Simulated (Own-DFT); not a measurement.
# Computed records: SiC (4H silicon carbide, atoms displaced), GaP (zincblende, strained, atoms displaced)

Computed with Own-DFT development build. A calculation, not a measurement: plane-wave PBE density functional theory by an unreviewed code, no spin, of a simulated periodic cell, stress positive in tension, free energy of the whole cell less one offset for each atom, forces on such cells passed a denser k mesh, this cell's mesh not checked; offsets are fitted by least squares, one for each functional and potential file, so energies compare only between cells with the same atoms and settings and are not formation energies; the far tail of each file's local potential was reset to the Coulomb form; each entry is a single point on an unrelaxed cell, so the pressure reflects the starting lattice, mostly measured values (interpolated for alloys), from which strain is counted, and rises with the displacements; printed positions are rounded, which can move forces by about a meV/angstrom; the program, named Own-DFT, is a retired in-house code; no spin-orbit coupling.

Settings shared by all entries: functional PBE; potential files PseudoDojo norm-conserving, scalar-relativistic, standard set; wave cutoff 42 hartree; occupations Fermi-Dirac; smearing width 0.1 eV; hardware one NVIDIA H100.

```json
{"entry": 1, "formula": "SiC", "kind": "4H silicon carbide, atoms displaced", "structure": {"cell_angstrom": [[9.2481, 0.0, 0.0], [-4.6241, 8.0091, 0.0], [0.0, 0.0, 10.0681]], "atoms_fractional": [["Si", 0.00125, 0.99511, 0.40455], ["Si", 0.10733, 0.22417, 0.15968], ["C", 0.99961, 1e-05, 0.09516], ["C", 0.10367, 0.21829, 0.34149], ["Si", 0.002, 0.33628, 0.40646], ["Si", 0.10934, 0.55709, 0.1601], ["C", 0.00515, 0.33403, 0.09471], ["C", 0.11176, 0.55683, 0.34768], ["Si", 0.99662, 0.66433, 0.40695], ["Si", 0.11172, 0.88647, 0.15479], ["C", 0.00039, 0.66889, 0.08656], ["C", 0.11309, 0.89321, 0.3421], ["Si", 0.32519, 0.99503, 0.40531], ["Si", 0.44931, 0.22237, 0.16012], ["C", 0.33492, 0.9976, 0.09085], ["C", 0.44536, 0.22064, 0.34596], ["Si", 0.33464, 0.33552, 0.40776], ["Si", 0.44785, 0.56139, 0.15924], ["C", 0.3349, 0.33874, 0.09392], ["C", 0.44592, 0.55881, 0.34206], ["Si", 0.33016, 0.66778, 0.40782], ["Si", 0.4477, 0.88835, 0.1592], ["C", 0.33247, 0.66693, 0.09548], ["C", 0.44706, 0.88928, 0.34408], ["Si", 0.67044, 0.00522, 0.40779], ["Si", 0.7781, 0.22069, 0.15035], ["C", 0.66094, 0.99253, 0.09481], ["C", 0.77838, 0.2229, 0.34265], ["Si", 0.6626, 0.33419, 0.40836], ["Si", 0.7753, 0.55802, 0.15335], ["C", 0.66146, 0.33155, 0.09141], ["C", 0.78511, 0.56458, 0.34286], ["Si", 0.67379, 0.67371, 0.4117], ["Si", 0.78055, 0.88638, 0.16061], ["C", 0.66471, 0.66815, 0.09483], ["C", 0.77704, 0.88875, 0.33814], ["Si", 0.00067, 0.00292, 0.90239], ["Si", 0.89222, 0.77441, 0.6579], ["C", 0.00329, 0.00296, 0.59423], ["C", 0.89649, 0.78237, 0.84361], ["Si", 0.00303, 0.66584, 0.90073], ["Si", 0.88716, 0.44061, 0.66002], ["C", 0.00088, 0.66818, 0.59447], ["C", 0.88901, 0.44195, 0.84484], ["Si", 0.99239, 0.32258, 0.91003], ["Si", 0.88794, 0.10888, 0.6585], ["C", 0.99432, 0.32908, 0.59278], ["C", 0.89201, 0.11276, 0.84409], ["Si", 0.65919, 0.9957, 0.91014], ["Si", 0.55784, 0.77265, 0.65677], ["C", 0.66971, 0.0032, 0.59207], ["C", 0.55604, 0.78074, 0.85133], ["Si", 0.67001, 0.66799, 0.9008], ["Si", 0.55027, 0.44448, 0.66133], ["C", 0.65852, 0.66714, 0.59506], ["C", 0.55703, 0.44527, 0.84074], ["Si", 0.66353, 0.3304, 0.90638], ["Si", 0.55406, 0.11266, 0.65906], ["C", 0.669, 0.33448, 0.59466], ["C", 0.56855, 0.11934, 0.84324], ["Si", 0.32264, 0.00315, 0.9047], ["Si", 0.21561, 0.77587, 0.65466], ["C", 0.33098, 0.00497, 0.59074], ["C", 0.22185, 0.77488, 0.84036], ["Si", 0.33075, 0.6624, 0.90197], ["Si", 0.22349, 0.44252, 0.65715], ["C", 0.33434, 0.66422, 0.59504], ["C", 0.21628, 0.4425, 0.83985], ["Si", 0.33051, 0.33421, 0.90478], ["Si", 0.22402, 0.11614, 0.65776], ["C", 0.33593, 0.33261, 0.59359], ["C", 0.2208, 0.11176, 0.84147]]}, "settings": {"k_mesh": "4 x 4 x 3 centred on Gamma"}, "results": {"free_energy_of_cell_above_offsets [eV]": "-10.472", "pressure [GPa]": 3.78, "stress_xx [GPa]": -3.03, "stress_yy [GPa]": -2.68, "stress_zz [GPa]": -5.64, "stress_yz [GPa]": -0.46, "stress_xz [GPa]": -0.22, "stress_xy [GPa]": 0.25, "force_element": ["Si", "Si", "C", "C", "Si", "Si", "C", "C", "Si", "Si", "C", "C", "Si", "Si", "C", "C", "Si", "Si", "C", "C", "Si", "Si", "C", "C", "Si", "Si", "C", "C", "Si", "Si", "C", "C", "Si", "Si", "C", "C", "Si", "Si", "C", "C", "Si", "Si", "C", "C", "Si", "Si", "C", "C", "Si", "Si", "C", "C", "Si", "Si", "C", "C", "Si", "Si", "C", "C", "Si", "Si", "C", "C", "Si", "Si", "C", "C", "Si", "Si", "C", "C"], "force_x [eV/angstrom]": [-1.371, 1.732, 0.27, 1.098, -0.55, 0.402, -1.552, -0.514, 0.787, -0.202, -0.034, 0.052, 1.738, -1.679, -0.41, -0.708, -0.324, -0.478, 0.224, 0.253, 1.339, -1.03, -0.231, -0.743, -0.042, -0.304, 1.09, -0.383, 1.297, 0.534, 1.175, -1.066, -1.072, -0.61, 0.689, 0.324, 0.008, -1.269, -0.183, -0.63, -0.131, 0.162, -0.387, -0.319, 0.398, -0.109, 0.966, -0.942, 1.106, -2.317, -0.371, 0.342, -0.187, 1.387, 2.917, -0.506, 0.34, 0.554, -1.013, -2.162, 2.994, 1.677, 0.57, -0.178, -0.169, -1.027, -0.632, 0.517, 0.2, -0.039, -0.77, -0.495], "force_y [eV/angstrom]": [1.129, -0.481, 0.23, 0.646, -0.977, 0.179, 0.144, 0.082, 0.837, 0.674, -0.696, -1.683, 1.08, -0.301, 0.489, 0.091, -0.234, -0.787, -0.775, -0.135, 0.137, -0.477, -0.127, 0.149, -0.467, -0.101, 1.195, 0.7, 0.261, -0.095, 0.602, -1.398, -0.762, 0.272, -0.043, 0.324, -0.343, 1.06, -0.844, -0.736, -0.249, 0.205, -1.191, -0.043, 2.107, 0.321, 0.63, -1.407, 0.834, 2.134, -0.913, -1.139, 0.212, -0.078, -0.674, -0.111, 1.21, -0.212, 0.319, -1.755, -0.915, 0.829, -0.895, 0.956, 0.395, -0.158, 0.356, -0.394, 0.484, -0.804, 0.321, 0.806], "force_z [eV/angstrom]": [0.283, -0.856, -0.649, 1.403, 0.077, -0.956, -0.129, -0.352, 0.006, -0.449, 1.142, -0.045, 0.054, -0.866, 0.612, 0.036, -1.074, -0.872, 0.18, 1.472, -0.103, -0.648, -0.435, 0.707, -0.609, 1.129, 0.024, -0.225, -0.395, -0.01, 0.329, 0.24, -1.511, -1.982, -0.918, 2.626, 1.337, -0.386, -0.144, -0.16, 0.626, -0.709, -0.41, 0.52, -0.591, -0.763, 0.33, 0.267, -0.221, 0.697, 0.887, -1.843, 1.491, -1.743, 0.162, 1.26, -0.128, -1.055, 0.207, 0.209, 0.223, -0.033, 0.897, 0.251, 1.252, -0.897, -0.029, 1.019, 0.734, -0.958, 0.172, 0.291], "wall_time [s]": 351.5}}
{"entry": 2, "formula": "SiC", "kind": "4H silicon carbide, atoms displaced", "structure": {"cell_angstrom": [[9.2481, 0.0, 0.0], [-4.6241, 8.0091, 0.0], [0.0, 0.0, 10.0681]], "atoms_fractional": [["Si", 0.99665, 0.99794, 0.40654], ["Si", 0.1164, 0.22276, 0.15648], ["C", 0.99235, 0.99954, 0.08941], ["C", 0.10616, 0.21693, 0.34874], ["Si", 0.00387, 0.33536, 0.40707], ["Si", 0.10631, 0.55129, 0.15829], ["C", 5e-05, 0.33161, 0.09346], ["C", 0.10708, 0.5562, 0.34277], ["Si", 0.00747, 0.67046, 0.40493], ["Si", 0.10055, 0.8751, 0.15301], ["C", 0.99469, 0.66318, 0.09181], ["C", 0.10965, 0.88292, 0.34416], ["Si", 0.33646, 0.00444, 0.40653], ["Si", 0.44863, 0.22772, 0.15677], ["C", 0.3385, 0.00139, 0.09213], ["C", 0.44206, 0.22407, 0.34291], ["Si", 0.32564, 0.32353, 0.40162], ["Si", 0.45037, 0.56174, 0.15659], ["C", 0.33441, 0.33795, 0.09577], ["C", 0.43729, 0.55873, 0.34721], ["Si", 0.3381, 0.66983, 0.40374], ["Si", 0.44327, 0.88829, 0.15788], ["C", 0.32906, 0.66587, 0.0925], ["C", 0.4449, 0.88684, 0.34269], ["Si", 0.66852, 0.99868, 0.4041], ["Si", 0.77516, 0.22511, 0.15689], ["C", 0.66561, 0.99598, 0.0931], ["C", 0.77456, 0.22198, 0.34865], ["Si", 0.66577, 0.32944, 0.4103], ["Si", 0.77817, 0.55178, 0.15599], ["C", 0.66428, 0.32614, 0.09369], ["C", 0.77491, 0.55939, 0.34355], ["Si", 0.66754, 0.66876, 0.40756], ["Si", 0.77202, 0.888, 0.15454], ["C", 0.66836, 0.66866, 0.09627], ["C", 0.77902, 0.88753, 0.3479], ["Si", 0.99754, 0.99462, 0.90884], ["Si", 0.88686, 0.77316, 0.65632], ["C", 0.99515, 0.99235, 0.59963], ["C", 0.88188, 0.77702, 0.84378], ["Si", 0.00164, 0.66991, 0.90451], ["Si", 0.89402, 0.44898, 0.65733], ["C", 0.00287, 0.66427, 0.59253], ["C", 0.88906, 0.44024, 0.84142], ["Si", 0.00331, 0.33879, 0.90725], ["Si", 0.88526, 0.10941, 0.65895], ["C", 0.00297, 0.33398, 0.59839], ["C", 0.88688, 0.11385, 0.84552], ["Si", 0.67082, 0.99905, 0.90765], ["Si", 0.55638, 0.77707, 0.65572], ["C", 0.66826, 0.99772, 0.59118], ["C", 0.54737, 0.77064, 0.83884], ["Si", 0.66618, 0.6691, 0.90236], ["Si", 0.55327, 0.44557, 0.65588], ["C", 0.66743, 0.67059, 0.59086], ["C", 0.54821, 0.44251, 0.84048], ["Si", 0.66536, 0.33629, 0.90893], ["Si", 0.55027, 0.11204, 0.65379], ["C", 0.66927, 0.33727, 0.59595], ["C", 0.55323, 0.10934, 0.84117], ["Si", 0.33257, 0.99904, 0.90545], ["Si", 0.21948, 0.78042, 0.65396], ["C", 0.335, 0.99709, 0.59892], ["C", 0.21571, 0.76711, 0.84003], ["Si", 0.32895, 0.6676, 0.90564], ["Si", 0.22194, 0.449, 0.66001], ["C", 0.33618, 0.6637, 0.60107], ["C", 0.22005, 0.43911, 0.8451], ["Si", 0.33565, 0.32991, 0.91364], ["Si", 0.21684, 0.10752, 0.65496], ["C", 0.33089, 0.33082, 0.59902], ["C", 0.21401, 0.10793, 0.84214]]}, "settings": {"k_mesh": "4 x 4 x 3 centred on Gamma"}, "results": {"free_energy_of_cell_above_offsets [eV]": "-10.395", "pressure [GPa]": 3.79, "stress_xx [GPa]": -3.74, "stress_yy [GPa]": -3.12, "stress_zz [GPa]": -4.52, "stress_yz [GPa]": 0.55, "stress_xz [GPa]": 0.49, "stress_xy [GPa]": -0.45, "force_element": ["Si", "Si", "C", "C", "Si", "Si", "C", "C", "Si", "Si", "C", "C", "Si", "Si", "C", "C", "Si", "Si", "C", "C", "Si", "Si", "C", "C", "Si", "Si", "C", "C", "Si", "Si", "C", "C", "Si", "Si", "C", "C", "Si", "Si", "C", "C", "Si", "Si", "C", "C", "Si", "Si", "C", "C", "Si", "Si", "C", "C", "Si", "Si", "C", "C", "Si", "Si", "C", "C", "Si", "Si", "C", "C", "Si", "Si", "C", "C", "Si", "Si", "C", "C"], "force_x [eV/angstrom]": [0.67, -1.389, 1.391, 0.102, -0.945, 0.465, -0.3, 1.311, -1.743, 0.414, 0.655, -0.125, -0.095, -0.64, -1.422, 0.947, -0.101, -1.195, 0.97, 2.252, -1.675, 0.098, 0.302, -0.23, -0.257, 1.589, -0.872, 0.839, -0.691, -1.007, -0.558, 1.26, -0.627, 1.078, 0.252, -0.544, -0.985, -0.078, -0.061, 1.356, -0.697, -0.11, -0.824, -1.05, 0.112, 0.434, -0.462, 0.832, -1.393, -0.227, -1.052, 0.664, -0.956, 0.052, 0.415, 1.289, 0.369, 2.07, -0.266, 0.234, -0.135, 1.576, -1.441, -0.522, 0.857, 0.889, -1.249, 0.343, -1.485, 0.271, -0.206, 1.256], "force_y [eV/angstrom]": [-0.774, -0.647, -0.297, 0.232, -0.154, 0.402, 0.084, -0.252, -1.224, 2.74, -0.833, 1.672, -1.142, -1.378, -0.23, -0.33, 2.159, -0.236, -0.215, -1.347, -0.379, -0.186, 0.158, 0.97, -0.007, -1.34, 0.778, 0.023, 1.521, 0.29, 1.654, -0.956, -0.595, 0.166, -0.605, 0.263, 1.147, 0.041, 0.829, -0.315, -1.279, -1.237, 0.628, 1.212, -1.182, 0.193, -0.11, -0.38, -0.264, 0.385, 0.422, 1.27, -1.006, -0.132, -0.974, 0.492, -0.854, 0.209, -0.266, 0.276, -0.275, -1.245, 0.682, 2.01, -1.22, -1.352, 1.154, 0.796, 0.012, 0.432, -0.01, -0.074], "force_z [eV/angstrom]": [0.819, 0.065, 1.574, -1.298, 0.751, -0.763, 0.639, 0.366, 0.47, 0.493, -0.33, -0.313, -0.087, -0.203, 0.454, 0.217, 1.989, 0.314, 0.586, -0.966, 1.588, -0.842, 0.361, 0.503, 0.615, 0.337, 0.461, -0.93, -0.265, 0.384, -0.058, 0.236, -0.402, 0.93, -1.078, -1.341, -1.286, -0.155, -1.324, -0.103, -0.26, -0.28, -0.167, 1.122, -0.265, -0.047, -1.016, 0.227, -0.929, -0.241, 0.218, 1.393, 0.775, -0.504, 0.79, 1.402, -1.676, 0.798, -0.178, 0.764, -0.491, 0.524, -1.741, 0.517, -0.107, 0.014, -1.982, 0.835, -2.017, 0.623, -1.539, 1.029], "wall_time [s]": 348.4}}
{"entry": 3, "formula": "SiC", "kind": "4H silicon carbide, atoms displaced", "structure": {"cell_angstrom": [[9.2481, 0.0, 0.0], [-4.6241, 8.0091, 0.0], [0.0, 0.0, 10.0681]], "atoms_fractional": [["Si", 0.99668, 0.00231, 0.40456], ["Si", 0.11226, 0.22277, 0.15851], ["C", 0.00063, 0.00217, 0.09574], ["C", 0.10985, 0.21963, 0.34437], ["Si", 0.99894, 0.32984, 0.40853], ["Si", 0.1124, 0.5572, 0.15628], ["C", 0.9997, 0.33357, 0.09511], ["C", 0.10882, 0.55167, 0.34693], ["Si", 0.00087, 0.66292, 0.40769], ["Si", 0.11098, 0.89295, 0.15385], ["C", 0.00195, 0.66744, 0.09618], ["C", 0.1071, 0.89014, 0.34565], ["Si", 0.32956, 0.99956, 0.40429], ["Si", 0.44398, 0.23096, 0.16011], ["C", 0.33092, 0.00056, 0.09658], ["C", 0.43921, 0.22059, 0.34128], ["Si", 0.33477, 0.32895, 0.40533], ["Si", 0.44507, 0.55167, 0.15548], ["C", 0.34366, 0.33223, 0.09057], ["C", 0.44842, 0.55276, 0.34452], ["Si", 0.33422, 0.66843, 0.40695], ["Si", 0.44353, 0.88493, 0.15378], ["C", 0.33512, 0.66473, 0.09339], ["C", 0.44023, 0.88218, 0.34704], ["Si", 0.66293, 0.99554, 0.40927], ["Si", 0.78048, 0.21925, 0.15684], ["C", 0.66512, 0.99391, 0.09543], ["C", 0.77635, 0.22444, 0.34438], ["Si", 0.66567, 0.32869, 0.40704], ["Si", 0.78083, 0.55266, 0.15786], ["C", 0.66421, 0.33346, 0.09048], ["C", 0.7764, 0.55146, 0.34015], ["Si", 0.6651, 0.66557, 0.40285], ["Si", 0.77568, 0.89392, 0.16161], ["C", 0.66077, 0.66237, 0.09266], ["C", 0.77808, 0.89106, 0.34265], ["Si", 0.00239, 0.00085, 0.90895], ["Si", 0.88773, 0.77208, 0.65587], ["C", 0.00484, 0.00735, 0.59516], ["C", 0.89173, 0.77665, 0.8435], ["Si", 0.00108, 0.66685, 0.90535], ["Si", 0.89216, 0.4425, 0.65044], ["C", 0.99726, 0.66312, 0.59254], ["C", 0.88635, 0.44055, 0.84337], ["Si", 0.00423, 0.33182, 0.91003], ["Si", 0.89047, 0.10786, 0.66052], ["C", 0.99829, 0.33546, 0.59253], ["C", 0.89365, 0.1195, 0.83928], ["Si", 0.67036, 0.99491, 0.90771], ["Si", 0.55936, 0.78422, 0.65847], ["C", 0.66249, 0.00725, 0.5945], ["C", 0.55454, 0.77876, 0.84386], ["Si", 0.66327, 0.66482, 0.90585], ["Si", 0.56085, 0.44908, 0.65908], ["C", 0.6748, 0.67335, 0.59599], ["C", 0.55117, 0.43664, 0.83929], ["Si", 0.6695, 0.33482, 0.90368], ["Si", 0.55278, 0.10909, 0.65558], ["C", 0.66639, 0.33308, 0.59337], ["C", 0.55889, 0.11117, 0.83864], ["Si", 0.33671, 0.00418, 0.90729], ["Si", 0.22738, 0.77808, 0.65613], ["C", 0.33398, 0.00282, 0.5968], ["C", 0.22039, 0.77709, 0.84003], ["Si", 0.32741, 0.66567, 0.90764], ["Si", 0.22454, 0.45057, 0.66085], ["C", 0.33241, 0.66193, 0.59335], ["C", 0.21642, 0.44968, 0.84119], ["Si", 0.32951, 0.33228, 0.90965], ["Si", 0.22247, 0.1128, 0.6553], ["C", 0.33227, 0.33345, 0.58946], ["C", 0.21876, 0.10856, 0.84862]]}, "settings": {"k_mesh": "4 x 4 x 3 centred on Gamma"}, "results": {"free_energy_of_cell_above_offsets [eV]": "-10.615", "pressure [GPa]": 3.8, "stress_xx [GPa]": -3.25, "stress_yy [GPa]": -2.54, "stress_zz [GPa]": -5.62, "stress_yz [GPa]": 0.09, "stress_xz [GPa]": 0.31, "stress_xy [GPa]": 0.3, "force_element": ["Si", "Si", "C", "C", "Si", "Si", "C", "C", "Si", "Si", "C", "C", "Si", "Si", "C", "C", "Si", "Si", "C", "C", "Si", "Si", "C", "C", "Si", "Si", "C", "C", "Si", "Si", "C", "C", "Si", "Si", "C", "C", "Si", "Si", "C", "C", "Si", "Si", "C", "C", "Si", "Si", "C", "C", "Si", "Si", "C", "C", "Si", "Si", "C", "C", "Si", "Si", "C", "C", "Si", "Si", "C", "C", "Si", "Si", "C", "C", "Si", "Si", "C", "C"], "force_x [eV/angstrom]": [0.816, 0.345, -0.713, 0.044, -0.128, -0.019, 0.792, 0.631, -0.897, 0.263, -0.064, 0.332, 0.117, 2.471, 0.861, 1.207, -1.088, -0.088, -3.356, -1.342, 0.267, -0.695, -0.435, -0.1, -0.228, -1.523, -0.496, 0.794, -0.905, -0.908, 0.88, 0.04, 1.096, 1.301, 1.213, -0.438, -0.757, 0.692, -0.351, -0.959, -0.085, -1.249, 0.829, 0.849, -1.834, -0.966, 1.486, 0.478, -0.925, -0.12, 2.088, 0.051, 0.666, -0.62, -1.378, -0.484, -0.308, -0.475, -0.019, -0.056, 0.224, -1.038, -0.13, 0.286, 0.581, 0.009, 0.399, 1.745, 0.47, 0.144, 0.325, 0.384], "force_y [eV/angstrom]": [-0.46, 0.211, -0.047, 0.727, 0.335, -0.123, -0.041, 0.303, 0.492, -0.821, 0.271, -0.507, -0.304, -2.064, 0.38, -0.149, 0.787, 0.397, 0.784, -0.017, -1.681, 0.477, -0.393, 1.294, 0.882, 0.337, 1.174, -1.288, 0.812, 0.27, -0.435, 0.291, 0.1, -1.643, 1.023, -0.402, -0.432, 1.692, -1.676, 0.175, -0.687, 0.01, 0.576, 0.751, 0.613, 1.234, -0.894, -1.786, 1.321, -0.599, -1.339, -0.63, -0.33, -0.712, -0.64, 1.076, -0.757, 1.278, 0.047, -0.37, -0.463, -0.108, -0.646, 0.553, 0.728, -1.656, 1.508, -0.687, 0.119, 0.372, 0.586, 0.798], "force_z [eV/angstrom]": [0.884, -0.362, -0.2, -0.16, -0.297, 0.58, 0.018, -0.596, -0.596, 0.975, -0.686, -0.3, 0.479, -0.945, -0.379, 0.881, 0.407, 0.295, 0.625, -0.282, 0.014, 0.831, 0.057, -0.796, -0.462, -0.195, -0.442, -0.061, -0.14, -1.042, 0.639, 1.312, 0.682, -1.387, 0.384, 1.114, -0.613, 0.197, -0.545, 0.438, 0.096, 1.376, 0.168, -0.05, -0.838, -1.649, 0.356, 2.225, -0.587, -0.666, -0.127, 0.313, -0.182, -1.589, -0.858, 1.47, 0.02, 0.186, -0.134, 1.728, -0.218, -0.538, -1.003, 1.176, -0.461, -1.88, 0.137, 1.619, -1.687, 0.686, 1.336, -0.752], "wall_time [s]": 357.3}}
{"entry": 4, "formula": "GaP", "kind": "zincblende, strained, atoms displaced", "structure": {"cell_angstrom": [[10.862, 0.0, 0.0], [0.0, 10.862, 0.0], [0.0, 0.0, 10.9361]], "atoms_fractional": [["Ga", 0.9941, 0.99605, 0.00268], ["Ga", 0.00737, 0.25498, 0.26317], ["Ga", 0.25632, 0.00992, 0.25582], ["Ga", 0.24068, 0.25214, 0.99431], ["P", 0.12759, 0.12767, 0.11339], ["P", 0.12322, 0.37725, 0.36954], ["P", 0.35929, 0.13317, 0.37627], ["P", 0.36411, 0.36605, 0.11958], ["Ga", 0.99026, 0.99787, 0.48901], ["Ga", 0.99371, 0.25267, 0.75445], ["Ga", 0.2605, 0.9923, 0.73415], ["Ga", 0.24201, 0.24549, 0.49738], ["P", 0.12683, 0.12246, 0.61757], ["P", 0.12299, 0.37146, 0.87746], ["P", 0.36059, 0.11637, 0.87198], ["P", 0.3741, 0.37117, 0.62507], ["Ga", 0.99988, 0.50034, 0.00742], ["Ga", 0.01061, 0.75162, 0.25622], ["Ga", 0.25445, 0.50458, 0.25099], ["Ga", 0.25867, 0.74573, 0.00873], ["P", 0.12163, 0.61351, 0.13016], ["P", 0.12654, 0.87613, 0.37348], ["P", 0.37306, 0.62507, 0.36472], ["P", 0.36677, 0.88082, 0.13346], ["Ga", 0.00323, 0.50267, 0.50603], ["Ga", 0.99042, 0.74077, 0.75738], ["Ga", 0.25114, 0.50144, 0.74195], ["Ga", 0.24797, 0.73702, 0.48933], ["P", 0.1186, 0.63527, 0.62126], ["P", 0.13459, 0.87058, 0.87636], ["P", 0.38315, 0.62695, 0.86346], ["P", 0.37791, 0.89095, 0.62786], ["Ga", 0.50359, 0.00521, 0.00229], ["Ga", 0.49821, 0.2618, 0.25799], ["Ga", 0.75683, 0.00892, 0.25992], ["Ga", 0.74297, 0.23322, 0.99961], ["P", 0.6203, 0.12184, 0.11566], ["P", 0.62902, 0.3612, 0.37108], ["P", 0.86908, 0.12858, 0.36478], ["P", 0.88746, 0.37071, 0.13392], ["Ga", 0.50711, 0.99322, 0.50481], ["Ga", 0.49695, 0.24022, 0.7487], ["Ga", 0.75179, 0.98512, 0.74925], ["Ga", 0.74745, 0.24883, 0.49125], ["P", 0.62303, 0.1227, 0.62408], ["P", 0.62108, 0.36745, 0.88157], ["P", 0.88398, 0.12974, 0.87466], ["P", 0.89206, 0.37217, 0.6362], ["Ga", 0.50751, 0.5156, 0.00314], ["Ga", 0.49692, 0.75253, 0.24992], ["Ga", 0.73695, 0.49005, 0.26391], ["Ga", 0.74034, 0.73765, 0.99879], ["P", 0.63435, 0.61479, 0.12297], ["P", 0.6141, 0.88063, 0.38524], ["P", 0.88196, 0.63526, 0.38558], ["P", 0.89451, 0.8669, 0.11906], ["Ga", 0.49705, 0.48734, 0.50515], ["Ga", 0.49656, 0.75195, 0.74527], ["Ga", 0.74686, 0.50362, 0.76146], ["Ga", 0.7575, 0.7472, 0.50914], ["P", 0.62276, 0.62537, 0.62532], ["P", 0.61177, 0.87871, 0.878], ["P", 0.88, 0.63617, 0.86654], ["P", 0.87853, 0.87915, 0.60896]]}, "settings": {"k_mesh": "3 x 3 x 3 centred on Gamma"}, "results": {"free_energy_of_cell_above_offsets [eV]": "-27.342", "pressure [GPa]": 4.98, "stress_xx [GPa]": -5.02, "stress_yy [GPa]": -5.17, "stress_zz [GPa]": -4.75, "stress_yz [GPa]": -0.11, "stress_xz [GPa]": 0.55, "stress_xy [GPa]": -1.55, "force_element": ["Ga", "Ga", "Ga", "Ga", "P", "P", "P", "P", "Ga", "Ga", "Ga", "Ga", "P", "P", "P", "P", "Ga", "Ga", "Ga", "Ga", "P", "P", "P", "P", "Ga", "Ga", "Ga", "Ga", "P", "P", "P", "P", "Ga", "Ga", "Ga", "Ga", "P", "P", "P", "P", "Ga", "Ga", "Ga", "Ga", "P", "P", "P", "P", "Ga", "Ga", "Ga", "Ga", "P", "P", "P", "P", "Ga", "Ga", "Ga", "Ga", "P", "P", "P", "P"], "force_x [eV/angstrom]": [1.713, -0.203, -1.744, 0.832, -0.789, 1.112, 3.088, 1.516, 1.359, 2.299, -3.404, -0.308, -1.273, -0.214, 1.149, -0.542, -0.39, -0.364, -0.622, -0.734, 0.85, 0.638, 1.327, 1.398, -0.067, 3.059, -0.642, 0.158, 0.883, -0.72, -0.925, 1.471, -2.222, -1.66, -1.899, 1.518, 0.334, -1.164, 1.796, -2.183, -1.651, -0.287, 0.224, 1.194, 0.96, 0.102, -1.546, -2.956, -1.666, 0.662, 2.909, 1.314, -0.497, 2.388, -0.835, -2.83, 0.46, 0.28, 0.14, -1.417, 0.209, 1.354, -2.663, -0.282], "force_y [eV/angstrom]": [0.821, -1.362, -0.419, -0.719, -0.672, 1.187, -0.269, 1.694, 1.128, -1.25, 1.788, 1.459, -0.438, 1.589, 0.769, -0.67, -0.372, -0.562, -1.605, -0.284, 1.505, 0.589, -0.613, -0.318, -0.539, 3.664, 0.061, 1.712, -0.807, 0.04, -0.415, -4.089, -0.624, -1.903, -2.494, 1.635, 0.335, 1.424, 1.128, 0.123, 2.211, 0.26, 1.193, -0.572, 0.14, 0.539, -1.737, 1.481, -2.22, 0.427, 1.318, 1.916, 0.957, -1.741, -1.386, -0.577, 0.947, 0.769, -0.871, 0.186, -0.452, -1.166, -3.127, -0.722], "force_z [eV/angstrom]": [-1.244, -2.02, -1.079, -0.227, 1.914, 1.857, 0.365, 0.518, -0.26, 0.124, 2.494, 0.409, 0.877, -0.953, 0.35, -0.009, -0.981, -0.714, -0.911, -0.625, -0.128, 0.261, 1.339, -0.703, -0.492, -2.506, 0.514, 0.823, 0.741, -0.466, 1.378, -2.595, -0.471, -1.914, -2.486, -0.283, 2.944, 1.704, 1.745, -0.443, 0.175, 0.665, 0.109, 2.222, 0.071, -0.313, 0.205, -2.023, -1.088, -0.452, -1.273, -0.526, 2.119, -1.935, -1.076, 1.31, -0.828, -0.37, -0.604, -0.698, -0.084, -0.294, 3.204, 2.638], "wall_time [s]": 560.0}}
```
